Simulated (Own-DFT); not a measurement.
AlN (wurtzite, strained, atoms displaced) (calculated)

A calculation, not a measurement: plane-wave PBE density functional theory by an unreviewed code, no spin, of a simulated periodic cell, stress positive in tension, free energy of the whole cell less one offset for each atom, forces on such cells passed a denser k mesh, this cell's mesh not checked; offsets are fitted by least squares, one for each functional and potential file, so energies compare only between cells with the same atoms and settings and are not formation energies; the far tail of each file's local potential was reset to the Coulomb form; each entry is a single point on an unrelaxed cell, so the pressure reflects the starting lattice, mostly measured values (interpolated for alloys), from which strain is counted, and rises with the displacements; printed positions are rounded, which can move forces by about a meV/angstrom; the program, named Own-DFT, is a retired in-house code; no spin-orbit coupling. Program: Own-DFT development build.

Settings shared by all entries: functional PBE; potential files PseudoDojo norm-conserving, scalar-relativistic, standard set; wave cutoff 42 hartree; occupations Fermi-Dirac; smearing width 0.1 eV; hardware one NVIDIA H100; k mesh 2 x 2 x 2 centred on Gamma.

(1) 
```xyz
128
Lattice="12.4468 -0.1985 -0.0204 -6.3953 10.9708 0.0048 -0.0163 -0.0050 9.8161" Properties=species:S:1:pos:R:3:force_x:R:1:force_y:R:1:force_z:R:1 formula=AlN free_energy_of_cell_above_offsets=-52.719 pressure=6.9 stress_xx=-6.52 stress_yy=-2.75 stress_zz=-11.44 stress_yz=0.3 stress_xz=-0.42 stress_xy=-5.04 wall_time=403.2
Al    -0.1016     1.8362     0.1092      1.173     -0.918     -3.087
Al     1.4944     0.9354     2.4222      1.128     -0.447      0.177
N     -0.0262     1.8312     1.8798      0.107      0.508      1.064
N      1.5675     0.8364     4.3398     -0.956      0.791     -0.193
Al     0.0307     1.8815     4.9501     -0.837     -1.011     -1.456
Al     1.4863     0.9427     7.2625      0.172     -1.908      1.679
N     -0.0765     1.8525     6.8006      0.021     -1.536     -0.558
N      1.4540     0.8894     9.2089      0.394     -0.007      0.687
Al    -1.5496     4.4806     9.7979     -2.706      2.186     -0.547
Al    -0.0977     3.6624     2.4349      1.527     -0.028     -0.183
N     -1.5876     4.5563     1.8367     -0.818      0.019      0.991
N     -0.0138     3.6250     4.2887     -1.485      0.308      0.735
Al    -1.6663     4.5137     4.8842        0.9       0.13      0.585
Al    -0.0735     3.5512     7.3498     -1.362       2.02      0.421
N     -1.6802     4.5476     6.8000      0.714       0.01     -0.564
N     -0.0839     3.6294     9.2652      0.077     -1.624     -1.153
Al    -3.3112     7.2129     9.7697      2.716      0.858      1.348
Al    -1.6361     6.3804     2.4381     -1.627     -0.368     -1.077
N     -3.3139     7.2462     1.8798      3.354      1.945     -0.168
N     -1.6865     6.3524     4.3125      0.726       -0.4      0.137
Al    -3.1597     7.3125     4.8597     -2.137     -1.375      0.204
Al    -1.7423     6.4327     7.2652        2.9     -2.188      1.746
N     -3.2100     7.2840     6.8176     -0.971      0.643     -2.008
N     -1.6423     6.3350     9.2045     -0.489      0.171      -0.13
Al    -4.8353    10.0699     0.0852       -0.3     -0.628      -2.06
Al    -3.2844     9.2078     2.4829      0.065     -2.491     -0.449
N     -4.8252    10.0387     1.9480     -0.736      0.997      0.203
N     -3.2534     9.0616     4.3882      -0.91      0.977     -0.692
Al    -4.8498    10.0425     4.8803      0.019     -0.781      0.397
Al    -3.2828     9.0493     7.2560      0.243      1.868       2.19
N     -4.8075    10.0001     6.7709     -0.529      0.878     -0.614
N     -3.3584     9.0025     9.2826       1.19      1.633     -0.681
Al     3.1162     1.7069     9.7784     -1.823       1.22      0.399
Al     4.6502     0.7691     2.5517      -0.63      1.265     -1.788
N      3.1232     1.7719     1.8521     -0.379     -1.081      0.984
N      4.6327     0.7531     4.3876      0.429      1.347     -0.346
Al     3.1092     1.7590     4.7948     -0.262      0.688      1.587
Al     4.6406     0.9153     7.4364     -0.594     -0.759     -1.094
N      3.0572     1.7494     6.8305       0.65      0.828     -1.366
N      4.6334     0.8765     9.2616      0.512      -1.82      0.166
Al     1.4351     4.4681     9.7506      1.309      1.396      1.834
Al     3.0525     3.5489     2.4553     -0.587      0.696     -1.426
N      1.4984     4.5229     1.8632     -0.443      0.397     -0.096
N      2.9732     3.5782     4.2718      1.049     -0.001      1.702
Al     1.4395     4.5931     4.8935      0.997     -1.756     -0.786
Al     2.9484     3.5643     7.3352      0.721      0.143      0.474
N      1.4123     4.4797     6.7319      0.181      0.413      1.082
N      2.9847     3.5691     9.2707      0.278     -0.176     -1.021
Al    -0.0931     7.2790     9.7869     -1.735     -1.204     -0.857
Al     1.3908     6.4218     2.4699     -0.348     -2.648     -1.679
N     -0.1556     7.2055     1.7579      0.609      1.885       2.73
N      1.4639     6.2941     4.2751     -1.394      1.205      0.991
Al    -0.1009     7.2544     4.8281     -0.019     -0.629      1.086
Al     1.3541     6.2613     7.3667      1.783      0.365      0.096
N     -0.0320     7.2158     6.7252      -2.02       1.22     -0.083
N      1.4133     6.4405     9.2560      0.242     -2.591     -1.301
Al    -1.6780     9.9215     0.0046     -1.508      0.402     -0.752
Al    -0.0988     9.0985     2.4648     -2.273     -1.337     -0.021
N     -1.7443    10.0167     1.8860      1.209     -0.672      0.134
N     -0.1924     9.0216     4.3652      0.456      1.294     -0.596
Al    -1.8017     9.9927     4.9637      1.872     -0.273       0.42
Al    -0.1218     9.0788     7.3875     -0.925     -0.407     -1.774
N     -1.7039    10.1142     6.8281     -0.014     -2.083      0.327
N     -0.1312     9.0060     9.2028     -1.229       0.75      0.849
Al     6.2214     1.6417    -0.0009     -0.361      1.734     -0.297
Al     7.6148     0.7940     2.4534      2.218      0.717     -1.014
N      6.1449     1.7085     1.8653      0.069     -0.252      0.521
N      7.7256     0.8313     4.3037     -0.614     -0.993      0.371
Al     6.1853     1.7510     4.9553     -0.504     -0.522     -1.085
Al     7.7742     0.7772     7.2532     -1.069     -0.546      1.818
N      6.1897     1.6793     6.7598      0.395      1.226      0.811
N      7.6890     0.7798     9.1874      0.811     -0.699      0.251
Al     4.5749     4.4890     9.7656     -0.157     -1.456      0.425
Al     6.1980     3.4929     2.4280     -1.411      0.459      0.181
N      4.5938     4.3770     1.8402      0.698      1.194      0.454
N      6.1916     3.5265     4.3579     -1.172     -0.724     -0.095
Al     4.6531     4.5136     4.8577     -1.624     -1.254      1.029
Al     6.1432     3.5331     7.3422     -1.042      0.341     -0.979
N      4.4365     4.5511     6.8470      2.379     -0.626     -1.137
N      6.1376     3.5661     9.1538     -1.231     -1.732      0.807
Al     2.9428     7.2420     9.7346      1.538      0.087      1.561
Al     4.5374     6.2800     2.4220     -0.131     -0.665     -0.881
N      2.8650     7.2480     1.9413      2.654      1.108     -1.302
N      4.5502     6.2147     4.2752     -0.997      1.895      0.319
Al     2.9075     7.2193     4.8840      2.025     -0.965      0.438
Al     4.6379     6.3846     7.3997     -1.885     -1.968     -0.128
N      3.0487     7.2261     6.7850     -1.106     -1.467     -0.194
N      4.6223     6.2436     9.3018     -2.311      1.123     -1.126
Al     1.3285     9.8961     9.7713      2.004      1.569      0.183
Al     2.9723     9.0582     2.5461      -0.35     -0.215     -2.649
N      1.3278    10.0157     1.8916      1.598     -0.699     -0.304
N      2.9031     9.0023     4.3452      0.856      0.359      0.638
Al     1.4511     9.9756     4.8253     -2.089     -0.148      1.793
Al     2.9165     8.9260     7.3387      0.617      1.716      0.386
N      1.4202     9.9315     6.8807      0.165      0.204     -2.175
N      3.0030     9.0756     9.2059     -2.894     -1.856      0.092
Al     9.3070     1.6325     9.7946     -0.522     -0.098     -2.093
Al    10.8880     0.7730     2.3783      -0.37     -1.188     -0.103
N      9.3938     1.6251     1.7498     -1.625      0.602      2.584
N     10.9046     0.7358     4.1950     -0.523     -0.343      2.586
Al     9.2594     1.6211     4.8608      2.136      0.531      0.493
Al    10.8607     0.6618     7.4204      -0.17      0.007      -2.14
N      9.2983     1.6121     6.8125      0.954      0.668     -1.289
N     10.8693     0.6317     9.1741     -0.352      1.122      2.738
Al     7.6761     4.2892     9.6568      0.105      2.617      2.732
Al     9.3058     3.4385     2.4682     -0.664      0.058     -1.503
N      7.6974     4.2968     1.8811      1.551      1.176     -0.985
N      9.2576     3.4223     4.3245     -0.516      0.176      0.352
Al     7.6667     4.3851     4.9909      1.099      1.071     -3.019
Al     9.2185     3.4543     7.3289      1.019     -0.261      0.089
N      7.7509     4.4374     6.7490     -1.023     -0.393      1.832
N      9.1856     3.4937     9.1971      2.417     -1.628     -0.126
Al     6.1047     7.1289     0.0111      1.561      1.158     -0.521
Al     7.7636     6.1920     2.4715     -3.376      -1.65      -0.75
N      6.1162     7.1400     1.8117     -0.014      0.532      1.984
N      7.5658     6.1935     4.2750      1.509      0.162      1.924
Al     6.0384     7.1909     4.8689      0.732     -2.042     -1.086
Al     7.7007     6.2186     7.3449     -1.111      0.235     -0.055
N      6.0923     7.1299     6.6681      1.627      0.386      1.685
N      7.6737     6.2322     9.2289     -2.289      -2.12      -1.23
Al     4.4914     9.7797     0.0149       2.07      1.675     -1.054
Al     6.0230     8.9907     2.4723      0.458     -1.283     -0.995
N      4.5169     9.8967     1.8185      -0.27      0.077      1.746
N      6.0215     8.8979     4.3234     -0.132      1.956      0.034
Al     4.4892     9.8692     4.9513       0.49      0.867     -0.981
Al     6.0675     8.9262     7.2736      0.445      0.227      0.906
N      4.5056     9.8194     6.7902     -0.245      0.917     -0.339
N      6.0360     8.9463     9.1558      0.269     -0.475      1.052
```

Units: free_energy_of_cell_above_offsets in eV; pressure, stress_xx, stress_yy, stress_zz, stress_yz, stress_xz, stress_xy in GPa; wall_time in s; force_x, force_y, force_z in eV/Å.

(2) 
```xyz
128
Lattice="12.3862 0.0790 0.1225 -6.1247 10.6535 0.1378 0.0981 0.1839 10.0632" Properties=species:S:1:pos:R:3:force_x:R:1:force_y:R:1:force_z:R:1 formula=AlN free_energy_of_cell_above_offsets=-52.802 pressure=6.43 stress_xx=-7.19 stress_yy=-9.51 stress_zz=-2.59 stress_yz=4.96 stress_xz=1.91 stress_xy=2.53 wall_time=380.6
Al     0.1236     1.9482    10.0582     -0.227      0.201      1.024
Al     1.5513     0.9228     2.5413      0.856      0.604      0.322
N     -0.0271     1.8742     1.9871      0.881     -1.074     -1.424
N      1.6819     0.8508     4.5488     -2.218      2.328     -2.313
Al     0.0462     1.8849     5.0351      0.695      -3.77      1.003
Al     1.6480     1.0245     7.6560     -0.385      1.166     -1.403
N      0.0801     2.0234     6.9617      0.268     -2.064      0.363
N      1.6747     1.0893     9.5092     -0.449     -0.504     -0.156
Al    -1.3965     4.5942    10.0644     -0.686      0.465      1.268
Al     0.0590     3.6343     2.5134     -0.872     -0.078      1.636
N     -1.5204     4.5538     2.0151      0.233     -0.954     -1.033
N      0.0408     3.4953     4.5358      0.065      5.761     -1.626
Al    -1.5642     4.5667     5.0730      2.266     -0.733      0.598
Al     0.0649     3.7476     7.5877      0.999     -0.567     -0.048
N     -1.4150     4.6098     7.0308     -2.005     -0.495     -0.833
N      0.1790     3.7298     9.4518     -1.967     -0.525      0.645
Al    -3.1227     7.1757     0.1465      1.535      -1.76     -0.974
Al    -1.5435     6.3060     2.6115      1.238     -0.568      -0.67
N     -3.0383     7.1719     1.9831        0.2      0.496      0.459
N     -1.4592     6.3107     4.4543     -0.526      0.871      1.317
Al    -3.0314     7.2387     5.1727      0.139     -0.675     -0.512
Al    -1.4558     6.3162     7.6771      0.647      0.728      0.697
N     -2.8906     7.2296     7.0432      -1.91      0.364     -0.276
N     -1.4534     6.3879     9.5621       0.09      0.208      0.406
Al    -4.6407     9.7419     0.1445      0.477      0.185     -1.317
Al    -2.9557     8.8826     2.6897     -1.061      1.845     -0.441
N     -4.4868     9.8594     1.9064     -0.621     -0.935      3.372
N     -3.1027     9.0116     4.5848      2.972     -1.335     -0.751
Al    -4.5384     9.8420     5.2390     -1.088     -0.555     -0.709
Al    -3.0507     8.9857     7.7078      2.426      0.513     -0.091
N     -4.4888     9.9458     7.0577     -0.969     -0.995      1.554
N     -2.9466     9.0419     9.5997     -0.855      1.334     -0.296
Al     3.1861     2.0570    10.0407      0.489     -1.154      1.403
Al     4.6485     0.9349     2.6147      0.334       0.79     -0.006
N      3.1886     1.8810     1.9693     -1.535     -1.819      -0.91
N      4.6971     1.0757     4.4841       0.84     -1.859      0.325
Al     3.1143     1.8176     5.0942      0.814      0.396      0.539
Al     4.7812     0.9801     7.6657     -1.422       0.34      -2.15
N      3.0989     1.9215     6.9540      1.606     -0.063       1.65
N      4.7334     1.1122     9.4700      0.118      0.524      1.302
Al     1.5981     4.6412    10.0670      2.105     -0.261      1.533
Al     3.0735     3.5732     2.5516      2.307      0.939      1.548
N      1.6178     4.4464     2.0125     -1.452      1.738     -0.788
N      3.1649     3.5816     4.5773     -0.612      1.661     -0.783
Al     1.5834     4.5263     5.1849      0.473     -0.594     -0.794
Al     3.1778     3.7563     7.5856       0.77     -1.624      0.884
N      1.6519     4.5433     7.0853     -0.813      2.125      -0.99
N      3.1914     3.7888     9.5642      0.441      0.463     -1.207
Al     0.0606     7.0498     0.1439     -0.505      1.419     -0.312
Al     1.6235     6.2744     2.7148     -0.216     -0.138     -1.701
N      0.0332     7.1742     2.0727      0.355     -0.356     -0.052
N      1.7096     6.4020     4.5506     -2.151      -1.78       0.67
Al     0.0529     7.2324     5.1273      0.761     -0.888      0.786
Al     1.6296     6.4276     7.6321      1.433     -1.396      0.892
N      0.0774     7.1893     7.1370      0.175      1.225     -1.978
N      1.6924     6.3557     9.5786      0.151      2.219     -0.349
Al    -1.4289    10.0032    10.2281      0.885     -0.699     -0.265
Al     0.0203     8.9527     2.6768      2.537     -0.118     -0.532
N     -1.4172     9.8435     2.0856     -1.694      -0.31      -0.12
N      0.1131     9.0036     4.5938       1.52      -1.04     -0.959
Al    -1.3034     9.8286     5.1407     -3.951       2.71      2.126
Al     0.1591     9.0261     7.6581     -0.353     -0.239      1.569
N     -1.3983     9.8395     7.1870     -1.056      0.569     -1.596
N      0.1403     9.1095     9.6044      0.779      -0.43      0.515
Al     6.1732     1.8393     0.1017      0.667     -0.159      0.304
Al     7.8292     0.9854     2.5381     -1.419     -0.755      1.203
N      6.2065     1.7499     2.0240      0.362      1.421      -0.66
N      7.8519     1.0702     4.4799     -0.399     -0.327      0.508
Al     6.2644     1.9657     5.1547     -0.117     -1.206     -1.667
Al     7.8499     1.1238     7.5946     -0.831     -0.732      1.073
N      6.2383     1.8972     6.9631       0.69      1.422      2.024
N      7.8920     1.1063     9.5859     -0.443      2.055     -0.766
Al     4.6803     4.4607     0.1409     -1.789      0.583      0.804
Al     6.2461     3.6152     2.6765     -0.941      0.022     -1.557
N      4.6577     4.5339     1.9865      0.136     -0.552      1.895
N      6.2640     3.6879     4.5044      0.427      0.769      1.526
Al     4.6914     4.5555     5.1972      0.059     -2.466     -0.492
Al     6.2125     3.7848     7.6551      2.429     -1.628      1.054
N      4.7855     4.5883     7.0651     -1.968      1.581     -0.083
N      6.3079     3.9199     9.6624      0.233     -3.024     -2.208
Al     3.1408     7.2428     0.2408      0.188     -2.059      -1.63
Al     4.7199     6.2971     2.7490     -0.433     -0.695     -1.756
N      3.1250     7.2199     2.0285      0.347     -0.863       2.47
N      4.7476     6.2214     4.6389     -0.067      2.969     -0.854
Al     3.2096     7.2079     5.1218      0.751      -0.03      1.762
Al     4.7519     6.4257     7.7635      0.201     -0.901      1.016
N      3.2672     7.2484     7.0826     -1.247      0.666     -0.172
N      4.7830     6.3990     9.7436     -0.239      1.514     -1.974
Al     1.7822    10.0539    10.2601       -1.2     -1.769      0.406
Al     3.1018     8.9388     2.7385      2.416     -0.216     -0.085
N      1.7245     9.8162     2.1322     -2.944      1.148     -0.785
N      3.1660     8.9397     4.5977      0.934      1.356      0.654
Al     1.6789     9.9038     5.2018      0.168      0.744     -0.106
Al     3.1874     9.0504     7.7880     -0.147      0.107     -0.715
N      1.6335    10.0092     7.0876      0.992     -1.136      0.261
N      3.2938     9.1295     9.6392     -0.352      0.344      0.217
Al     9.3598     1.8898     0.2082     -1.266     -1.537     -0.273
Al    10.8252     0.9728     2.5585      0.199      0.584      0.977
N      9.2837     1.9219     2.0875      1.304      0.731     -0.784
N     10.9198     1.0436     4.4593     -0.438      -0.14      1.385
Al     9.3838     1.9713     5.1596      0.053     -1.066     -0.065
Al    11.0022     1.1584     7.6903     -1.281     -0.847      0.392
N      9.3848     1.9690     7.1323      0.797      0.948     -1.226
N     10.9271     1.1123     9.6672      1.009      1.675     -1.241
Al     7.8783     4.6546    10.1232      0.056      1.214      2.222
Al     9.3245     3.7193     2.7474      -0.27     -0.218     -2.363
N      7.7381     4.5580     2.0533      1.166      0.493     -0.052
N      9.4002     3.7276     4.5430     -1.058      0.084      1.579
Al     7.8414     4.6088     5.1475     -0.833     -0.863      0.743
Al     9.3354     3.7742     7.7470      1.583     -0.825      0.001
N      7.8654     4.6167     7.1515     -1.118      0.968     -0.907
N      9.3812     3.7590     9.6661        1.4      1.032     -1.219
Al     6.2856     7.0593     0.2062     -1.575      1.151     -0.231
Al     7.8603     6.4139     2.6801     -2.227     -1.906      0.523
N      6.2193     7.1824     2.0542      1.175       0.92      1.662
N      7.8300     6.3465     4.6193      0.146      1.478     -0.061
Al     6.2317     7.2497     5.2265      0.787     -0.668      0.523
Al     7.9177     6.4791     7.7993     -0.138     -1.266     -1.851
N      6.3298     7.2713     7.2512      0.127      0.446     -1.651
N      7.9333     6.4849     9.5852     -0.058     -0.174      1.796
Al     4.8760    10.0362    10.2774     -3.358     -0.102      1.474
Al     6.2796     9.0438     2.7467      -0.12     -0.511     -0.926
N      4.6806     9.8755     2.1346      0.448     -0.568       0.08
N      6.2831     9.0166     4.6488     -0.064      0.276      0.596
Al     4.7347     9.9565     5.3137     -0.369     -0.483     -0.651
Al     6.3793     9.0628     7.7423     -1.696      0.687      1.338
N      4.7066     9.9547     7.2449      1.793      0.621     -0.934
N      6.2443     9.1446     9.7992      4.084     -2.143     -2.565
```

Units: free_energy_of_cell_above_offsets in eV; pressure, stress_xx, stress_yy, stress_zz, stress_yz, stress_xz, stress_xy in GPa; wall_time in s; force_x, force_y, force_z in eV/Å.
